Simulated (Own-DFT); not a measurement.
GaN (wurtzite, strained, atoms displaced) (calculated)

All values are calculated (Own-DFT development build). A calculation, not a measurement: plane-wave PBE density functional theory by an unreviewed code, no spin, of a simulated periodic cell, stress positive in tension, free energy of the whole cell less one offset for each atom, forces on such cells passed a denser k mesh, this cell's mesh not checked; offsets are fitted by least squares, one for each functional and potential file, so energies compare only between cells with the same atoms and settings and are not formation energies; the far tail of each file's local potential was reset to the Coulomb form; each entry is a single point on an unrelaxed cell, so the pressure reflects the starting lattice, mostly measured values (interpolated for alloys), from which strain is counted, and rises with the displacements; printed positions are rounded, which can move forces by about a meV/angstrom; the program, named Own-DFT, is a retired in-house code; no spin-orbit coupling.

Common to all runs: functional PBE; potential files PseudoDojo norm-conserving, scalar-relativistic, standard set with the stringent files for Ga; wave cutoff 96 hartree; occupations Gaussian; smearing width 0.01 eV; k mesh 3 x 4 x 3 centred on Gamma.

```yaml
- entry: 1
  formula: GaN
  kind: "wurtzite, strained, atoms displaced"
  structure:
    cell_angstrom: [[12.756, 0.0, 0.0], [-4.7835, 8.2853, 0.0], [0.0, 0.0, 10.6811]]
    atoms_fractional:
      - [Ga, 0.08778, 0.22152, 0.00125]
      - [Ga, 0.16602, 0.12071, 0.2468]
      - ["N", 0.07718, 0.21825, 0.18582]
      - ["N", 0.16771, 0.11378, 0.43275]
      - [Ga, 0.08342, 0.23096, 0.50428]
      - [Ga, 0.18089, 0.12001, 0.74621]
      - ["N", 0.08098, 0.21714, 0.69306]
      - ["N", 0.16038, 0.10843, 0.94274]
      - [Ga, 0.08404, 0.55118, 0.98836]
      - [Ga, 0.16726, 0.44131, 0.25094]
      - ["N", 0.07396, 0.5538, 0.18973]
      - ["N", 0.16693, 0.4463, 0.44074]
      - [Ga, 0.0768, 0.55531, 0.49929]
      - [Ga, 0.16694, 0.44573, 0.75033]
      - ["N", 0.08269, 0.551, 0.69541]
      - ["N", 0.16181, 0.43239, 0.9302]
      - [Ga, 0.0816, 0.89083, 0.99811]
      - [Ga, 0.16863, 0.78301, 0.25457]
      - ["N", 0.08098, 0.88466, 0.18719]
      - ["N", 0.16765, 0.78061, 0.44964]
      - [Ga, 0.08763, 0.87947, 0.50003]
      - [Ga, 0.17097, 0.78161, 0.75219]
      - ["N", 0.08738, 0.89283, 0.68506]
      - ["N", 0.16012, 0.78013, 0.93771]
      - [Ga, 0.33028, 0.21665, 0.99069]
      - [Ga, 0.42142, 0.11908, 0.25855]
      - ["N", 0.33744, 0.22891, 0.18706]
      - ["N", 0.40965, 0.10585, 0.43888]
      - [Ga, 0.33662, 0.22609, 0.49276]
      - [Ga, 0.41166, 0.09695, 0.74912]
      - ["N", 0.3316, 0.21528, 0.6892]
      - ["N", 0.4169, 0.10275, 0.93854]
      - [Ga, 0.33376, 0.54291, 0.99762]
      - [Ga, 0.41536, 0.44968, 0.25057]
      - ["N", 0.32229, 0.55251, 0.18335]
      - ["N", 0.41863, 0.44914, 0.43762]
      - [Ga, 0.33253, 0.55158, 0.49722]
      - [Ga, 0.41917, 0.44886, 0.74494]
      - ["N", 0.34173, 0.55894, 0.69293]
      - ["N", 0.41822, 0.4422, 0.9249]
      - [Ga, 0.33378, 0.87816, 0.99971]
      - [Ga, 0.4218, 0.78035, 0.25365]
      - ["N", 0.3323, 0.88378, 0.18759]
      - ["N", 0.41479, 0.77685, 0.44267]
      - [Ga, 0.33086, 0.89159, 0.50103]
      - [Ga, 0.41525, 0.77271, 0.74617]
      - ["N", 0.32927, 0.88645, 0.68534]
      - ["N", 0.42234, 0.77797, 0.9424]
      - [Ga, 0.59262, 0.22381, 0.00757]
      - [Ga, 0.66752, 0.10123, 0.25683]
      - ["N", 0.58881, 0.2325, 0.18741]
      - ["N", 0.67042, 0.11347, 0.44657]
      - [Ga, 0.58693, 0.23019, 0.50197]
      - [Ga, 0.66398, 0.10962, 0.75202]
      - ["N", 0.57596, 0.2181, 0.69217]
      - ["N", 0.67713, 0.1173, 0.9414]
      - [Ga, 0.5839, 0.55579, 0.00154]
      - [Ga, 0.67046, 0.44496, 0.24992]
      - ["N", 0.58219, 0.55646, 0.18599]
      - ["N", 0.67547, 0.45803, 0.43896]
      - [Ga, 0.58055, 0.55856, 0.49956]
      - [Ga, 0.6671, 0.44998, 0.74788]
      - ["N", 0.58238, 0.5539, 0.69199]
      - ["N", 0.66201, 0.44109, 0.93428]
      - [Ga, 0.59236, 0.9006, 0.99794]
      - [Ga, 0.66636, 0.77721, 0.24866]
      - ["N", 0.58108, 0.88435, 0.18877]
      - ["N", 0.66787, 0.78371, 0.43499]
      - [Ga, 0.58299, 0.89364, 0.49881]
      - [Ga, 0.66018, 0.7827, 0.75394]
      - ["N", 0.58457, 0.89259, 0.68951]
      - ["N", 0.67138, 0.78188, 0.94079]
      - [Ga, 0.83083, 0.22321, 0.99498]
      - [Ga, 0.91828, 0.11004, 0.25075]
      - ["N", 0.82935, 0.22221, 0.18949]
      - ["N", 0.91293, 0.11677, 0.43623]
      - [Ga, 0.83146, 0.21713, 0.5009]
      - [Ga, 0.90771, 0.10779, 0.74891]
      - ["N", 0.82733, 0.22528, 0.686]
      - ["N", 0.91203, 0.10863, 0.9466]
      - [Ga, 0.82964, 0.55479, 0.00286]
      - [Ga, 0.9164, 0.45068, 0.24947]
      - ["N", 0.82176, 0.5503, 0.19358]
      - ["N", 0.91409, 0.44004, 0.43965]
      - [Ga, 0.82897, 0.55649, 0.5003]
      - [Ga, 0.92784, 0.44572, 0.7525]
      - ["N", 0.83849, 0.55485, 0.6937]
      - ["N", 0.91652, 0.45537, 0.94371]
      - [Ga, 0.8345, 0.8938, 0.00155]
      - [Ga, 0.9261, 0.77863, 0.24675]
      - ["N", 0.84443, 0.89608, 0.19376]
      - ["N", 0.92252, 0.77431, 0.43907]
      - [Ga, 0.83526, 0.88595, 0.49445]
      - [Ga, 0.91001, 0.76701, 0.75031]
      - ["N", 0.82874, 0.88156, 0.68562]
      - ["N", 0.92155, 0.78295, 0.94145]
  results:
    "free_energy_of_cell_above_offsets [eV]": "-5.474"
    "pressure [GPa]": 1.57
    "stress_xx [GPa]": -6.1
    "stress_yy [GPa]": -4.25
    "stress_zz [GPa]": 5.64
    "stress_yz [GPa]": 0.1
    "stress_xz [GPa]": 0.82
    "stress_xy [GPa]": -1.03
    force_element: [Ga, Ga, "N", "N", Ga, Ga, "N", "N", Ga, Ga, "N", "N", Ga, Ga, "N", "N", Ga, Ga, "N", "N", Ga, Ga, "N", "N", Ga, Ga, "N", "N", Ga, Ga, "N", "N", Ga, Ga, "N", "N", Ga, Ga, "N", "N", Ga, Ga, "N", "N", Ga, Ga, "N", "N", Ga, Ga, "N", "N", Ga, Ga, "N", "N", Ga, Ga, "N", "N", Ga, Ga, "N", "N", Ga, Ga, "N", "N", Ga, Ga, "N", "N", Ga, Ga, "N", "N", Ga, Ga, "N", "N", Ga, Ga, "N", "N", Ga, Ga, "N", "N", Ga, Ga, "N", "N", Ga, Ga, "N", "N"]
    "force_x [eV/angstrom]": [-1.993, 1.015, 0.79, -0.261, 0.362, -3.612, -0.083, 1.637, -0.496, -2.128, 2.074, -0.228, 0.77, 0.93, 1.114, 0.42, 0.391, 0.143, 1.423, 1.505, -2.711, -1.526, -0.242, 2.034, 0.948, -0.265, -0.343, 1.54, -1.276, -0.047, 2.071, 0.135, -0.64, 0.132, 2.002, 0.07, -0.493, 0.691, -1.822, 0.018, -0.961, -1.52, 0.253, 0.123, 0.851, -0.112, 1.264, 0.044, -1.619, -0.378, 0.078, -1.636, -0.165, -0.382, 0.846, -2.496, -0.2, -2.311, -0.052, -2.32, 0.986, 0.736, -0.096, 0.604, -0.414, 1.119, 0.45, -0.192, 0.356, 1.851, -0.843, -0.718, 2.201, -1.337, 0.491, 1.701, 0.054, 1.071, 0.925, 0.616, -0.414, -0.596, 2.747, -0.542, 2.367, -2.817, -0.547, 0.762, 0.947, -1.953, -1.217, -0.655, 0.151, 0.744, -0.342, -1.552]
    "force_y [eV/angstrom]": [-0.376, -1.037, 1.154, 0.033, -1.636, -2.14, 0.587, 0.286, 0.675, -0.015, 0.725, 0.473, -0.261, -0.908, 1.436, 1.368, -0.245, -0.776, 1.484, -1.559, 2.443, -0.391, -0.465, -0.563, 0.13, -0.69, -0.366, 1.175, -0.564, 1.529, 1.995, 0.251, 0.991, -0.211, 0.615, -0.346, 0.696, -1.512, -0.73, -0.233, 0.69, -0.664, 0.85, 0.231, -0.655, 1.235, -0.805, -0.703, -0.102, 1.352, -1.87, -0.166, -0.385, 0.887, 0.563, -0.924, -0.173, -0.161, -0.049, -1.861, 0.753, -0.973, 1.045, 0.322, -1.425, 0.227, 0.574, -0.552, -0.599, -0.744, -0.161, -0.439, 1.68, 0.771, -0.092, -0.869, 1.236, -0.282, -0.199, 1.1, 0.754, -1.416, 1.876, 0.429, 0.501, -0.712, -1.072, -1.526, -0.611, -0.78, -1.521, 0.408, 0.495, 2.096, 0.347, -0.954]
    "force_z [eV/angstrom]": [0.108, 0.379, -0.146, 0.481, 0.081, 0.898, -0.562, -1.232, 1.719, 0.13, -0.466, -0.379, 0.513, -0.483, -1.452, 0.895, 0.849, -0.513, -0.349, -2.107, 1.085, 0.142, 0.585, -0.334, 0.916, -1.866, -0.223, -0.031, 0.968, 1.03, -1.45, -0.067, -0.171, -0.648, 0.186, -0.377, 0.98, 0.389, -1.597, 1.582, 0.484, -0.282, 0.649, -0.511, 0.386, 1.015, -0.149, -0.962, -0.984, -0.27, 1.003, -1.18, 0.44, -0.005, -0.779, -1.368, -0.384, 1.05, 0.297, -0.411, 0.482, 0.615, -1.265, 0.503, 0.695, 0.054, -0.378, 0.15, 0.649, -0.097, -0.497, -0.259, 1.99, 0.234, -0.19, 0.187, 0.478, 0.442, 0.52, -1.473, 0.051, 0.402, -1.471, -0.119, 1.086, 0.73, -0.987, -1.024, 0.706, 1.022, -0.689, -0.508, 0.496, 0.453, 0.04, -0.53]
- entry: 2
  formula: GaN
  kind: "wurtzite, strained, atoms displaced"
  structure:
    cell_angstrom: [[12.756, 0.0, 0.0], [-4.7835, 8.2853, 0.0], [0.0, 0.0, 10.6811]]
    atoms_fractional:
      - [Ga, 0.0834, 0.22311, 0.00522]
      - [Ga, 0.16817, 0.11137, 0.2549]
      - ["N", 0.08661, 0.22344, 0.19186]
      - ["N", 0.16152, 0.11536, 0.43951]
      - [Ga, 0.08186, 0.21636, 0.50439]
      - [Ga, 0.16712, 0.10513, 0.74548]
      - ["N", 0.07916, 0.21434, 0.68718]
      - ["N", 0.17127, 0.11744, 0.94339]
      - [Ga, 0.08912, 0.56037, 0.99361]
      - [Ga, 0.17009, 0.44123, 0.25051]
      - ["N", 0.08321, 0.55156, 0.18082]
      - ["N", 0.17008, 0.44813, 0.43913]
      - [Ga, 0.07172, 0.54789, 0.50297]
      - [Ga, 0.15985, 0.44455, 0.75998]
      - ["N", 0.07861, 0.54554, 0.69725]
      - ["N", 0.16927, 0.43513, 0.93775]
      - [Ga, 0.07866, 0.88341, 0.99942]
      - [Ga, 0.16058, 0.77093, 0.24864]
      - ["N", 0.0807, 0.8821, 0.18629]
      - ["N", 0.17059, 0.77088, 0.43752]
      - [Ga, 0.08077, 0.87915, 0.49949]
      - [Ga, 0.15807, 0.76695, 0.75322]
      - ["N", 0.08641, 0.89117, 0.69175]
      - ["N", 0.16793, 0.76899, 0.9388]
      - [Ga, 0.32959, 0.23137, 0.00082]
      - [Ga, 0.42049, 0.12093, 0.24269]
      - ["N", 0.33156, 0.22656, 0.18649]
      - ["N", 0.41383, 0.10579, 0.43828]
      - [Ga, 0.32549, 0.22371, 0.50371]
      - [Ga, 0.41531, 0.10008, 0.74511]
      - ["N", 0.33177, 0.22284, 0.68973]
      - ["N", 0.42128, 0.11326, 0.93007]
      - [Ga, 0.33857, 0.55409, 0.00456]
      - [Ga, 0.41965, 0.44015, 0.25039]
      - ["N", 0.32953, 0.54808, 0.1859]
      - ["N", 0.41769, 0.44065, 0.43022]
      - [Ga, 0.33594, 0.55158, 0.49155]
      - [Ga, 0.41814, 0.44138, 0.74642]
      - ["N", 0.33437, 0.56081, 0.68358]
      - ["N", 0.42155, 0.44519, 0.9437]
      - [Ga, 0.3318, 0.89306, 0.00085]
      - [Ga, 0.40621, 0.77407, 0.25306]
      - ["N", 0.3377, 0.89213, 0.19383]
      - ["N", 0.42158, 0.78706, 0.43084]
      - [Ga, 0.33747, 0.89199, 0.50136]
      - [Ga, 0.41002, 0.7789, 0.76297]
      - ["N", 0.33256, 0.88377, 0.67833]
      - ["N", 0.41535, 0.77636, 0.93923]
      - [Ga, 0.57964, 0.21659, 0.00894]
      - [Ga, 0.67764, 0.12462, 0.25497]
      - ["N", 0.58729, 0.21753, 0.1874]
      - ["N", 0.6648, 0.1087, 0.43749]
      - [Ga, 0.58492, 0.22254, 0.49478]
      - [Ga, 0.6648, 0.10445, 0.75105]
      - ["N", 0.58038, 0.21586, 0.68843]
      - ["N", 0.67246, 0.12064, 0.93506]
      - [Ga, 0.58936, 0.55579, 0.99544]
      - [Ga, 0.66561, 0.441, 0.2501]
      - ["N", 0.57697, 0.56088, 0.19855]
      - ["N", 0.6691, 0.45068, 0.44516]
      - [Ga, 0.58819, 0.5633, 0.49884]
      - [Ga, 0.66542, 0.43255, 0.73945]
      - ["N", 0.58222, 0.5581, 0.69025]
      - ["N", 0.67012, 0.43396, 0.93374]
      - [Ga, 0.58502, 0.87876, 0.99196]
      - [Ga, 0.66845, 0.78589, 0.25361]
      - ["N", 0.58283, 0.88791, 0.18343]
      - ["N", 0.66547, 0.78835, 0.44535]
      - [Ga, 0.57859, 0.89193, 0.50026]
      - [Ga, 0.65756, 0.77752, 0.7568]
      - ["N", 0.58132, 0.88529, 0.69961]
      - ["N", 0.67035, 0.7751, 0.93757]
      - [Ga, 0.82946, 0.2239, 0.99898]
      - [Ga, 0.91688, 0.11006, 0.25141]
      - ["N", 0.82629, 0.21457, 0.19092]
      - ["N", 0.91304, 0.10735, 0.43218]
      - [Ga, 0.82216, 0.22789, 0.50147]
      - [Ga, 0.91528, 0.10011, 0.74637]
      - ["N", 0.83186, 0.2233, 0.69403]
      - ["N", 0.91268, 0.10647, 0.94165]
      - [Ga, 0.82667, 0.55387, 0.00194]
      - [Ga, 0.91494, 0.44789, 0.25114]
      - ["N", 0.83108, 0.55471, 0.18504]
      - ["N", 0.91198, 0.43765, 0.44144]
      - [Ga, 0.83564, 0.56845, 0.49721]
      - [Ga, 0.91872, 0.43773, 0.75755]
      - ["N", 0.82948, 0.55025, 0.68232]
      - ["N", 0.91947, 0.45956, 0.93604]
      - [Ga, 0.83699, 0.88286, 0.0066]
      - [Ga, 0.92118, 0.77197, 0.25446]
      - ["N", 0.84575, 0.90178, 0.18741]
      - ["N", 0.9223, 0.778, 0.44719]
      - [Ga, 0.84253, 0.90076, 0.50153]
      - [Ga, 0.91179, 0.77014, 0.74666]
      - ["N", 0.82969, 0.87726, 0.6921]
      - ["N", 0.91265, 0.77511, 0.943]
  results:
    "free_energy_of_cell_above_offsets [eV]": "-4.947"
    "pressure [GPa]": 1.61
    "stress_xx [GPa]": -4.43
    "stress_yy [GPa]": -4.91
    "stress_zz [GPa]": 4.51
    "stress_yz [GPa]": 0.1
    "stress_xz [GPa]": -0.28
    "stress_xy [GPa]": -0.97
    force_element: [Ga, Ga, "N", "N", Ga, Ga, "N", "N", Ga, Ga, "N", "N", Ga, Ga, "N", "N", Ga, Ga, "N", "N", Ga, Ga, "N", "N", Ga, Ga, "N", "N", Ga, Ga, "N", "N", Ga, Ga, "N", "N", Ga, Ga, "N", "N", Ga, Ga, "N", "N", Ga, Ga, "N", "N", Ga, Ga, "N", "N", Ga, Ga, "N", "N", Ga, Ga, "N", "N", Ga, Ga, "N", "N", Ga, Ga, "N", "N", Ga, Ga, "N", "N", Ga, Ga, "N", "N", Ga, Ga, "N", "N", Ga, Ga, "N", "N", Ga, Ga, "N", "N", Ga, Ga, "N", "N", Ga, Ga, "N", "N"]
    "force_x [eV/angstrom]": [-0.455, -0.388, -0.36, 1.5, -1.616, -0.622, 0.324, -0.927, -0.235, -1.08, -0.29, -0.932, 2.336, 2.563, -0.494, -0.531, 0.549, 1.3, 0.361, -1.433, 1.888, 0.925, -0.414, -0.736, 1.715, -0.195, 0.65, -0.395, 1.528, -0.616, 0.566, -1.046, -0.601, -1.688, 0.572, 0.154, -0.524, -1.048, -0.112, -0.072, 0.816, 2.413, -1.971, -0.399, -0.176, 0.743, -0.812, -0.139, 0.743, -1.834, -0.982, -0.525, -1.218, -0.177, 0.352, -0.997, 0.011, -0.88, 2.956, 0.273, -0.976, -0.739, 0.731, -1.503, -0.793, -0.103, -0.283, 1.443, 0.613, 2.119, -1.398, 0.285, 1.19, 0.147, 2.32, -0.139, 2.156, -0.73, 0.457, 0.411, 1.032, 1.099, -0.124, -0.82, 0.273, -1.843, 1.073, 0.707, -1.273, -1.364, -0.383, -1.288, -1.314, 0.379, -0.74, 1.06]
    "force_y [eV/angstrom]": [-0.946, -0.333, -0.532, -1.681, 1.462, 1.3, 0.559, -1.703, -2.201, 0.192, -0.119, -0.762, 0.393, -0.969, 1.027, 1.271, 0.648, 0.244, 0.829, 0.06, 1.485, 0.914, -1.666, 2.157, -0.878, -1.223, -0.863, 1.601, -0.203, 0.839, -0.598, -0.377, 0.106, 0.444, 0.827, 0.136, 1.107, 0.789, -0.727, 0.577, 0.202, 0.008, 0.37, -1.292, -0.85, -0.826, -0.255, -0.019, 0.056, -3.266, 1.023, 0.497, -0.062, 0.937, -0.496, -1.658, -0.708, 0.803, 0.071, -0.556, 0.014, 1.087, -0.516, 0.413, 1.696, 0.234, 0.401, -0.41, -0.454, -0.823, 0.456, -0.135, 0.389, 1.153, 2.268, 1.428, -1.215, 0.414, -0.901, 0.467, 0.09, -0.872, -0.011, 1.385, -2.411, 0.205, 0.224, -1.184, 1.405, 0.832, -2.589, 0.868, -1.355, -0.152, 0.76, -0.322]
    "force_z [eV/angstrom]": [-0.027, -0.432, -0.341, -0.347, -0.259, 1.42, 0.274, -1.023, 1.279, 0.498, 0.675, -0.123, 0.222, -1.366, -1.503, 0.457, 0.004, 0.215, 0.279, 0.091, 0.672, -0.401, -0.695, -0.726, -0.006, 1.341, -0.112, -0.551, -0.305, 0.292, -0.505, 1.055, -0.292, 0.114, 0.427, 1.19, 1.163, 0.597, 0.604, -1.099, 0.552, -0.891, -1.438, 0.926, -0.859, -1.981, 1.781, 0.762, -1.9, -0.145, 0.644, -0.087, 0.933, 0.576, -1.232, 0.23, 0.702, 0.381, -1.572, -1.394, 0.581, 1.124, -0.516, 0.202, 1.658, -0.01, 0.246, -0.67, 0.92, -0.634, -1.48, 0.214, 0.287, -0.097, -1.001, 1.057, 1.187, 1.145, -1.178, -0.347, -0.449, -0.483, 0.875, -1.142, 1.32, -0.318, 0.286, 0.83, -0.26, -0.256, 0.662, -1.964, 0.627, 0.897, -0.85, -1.206]
```
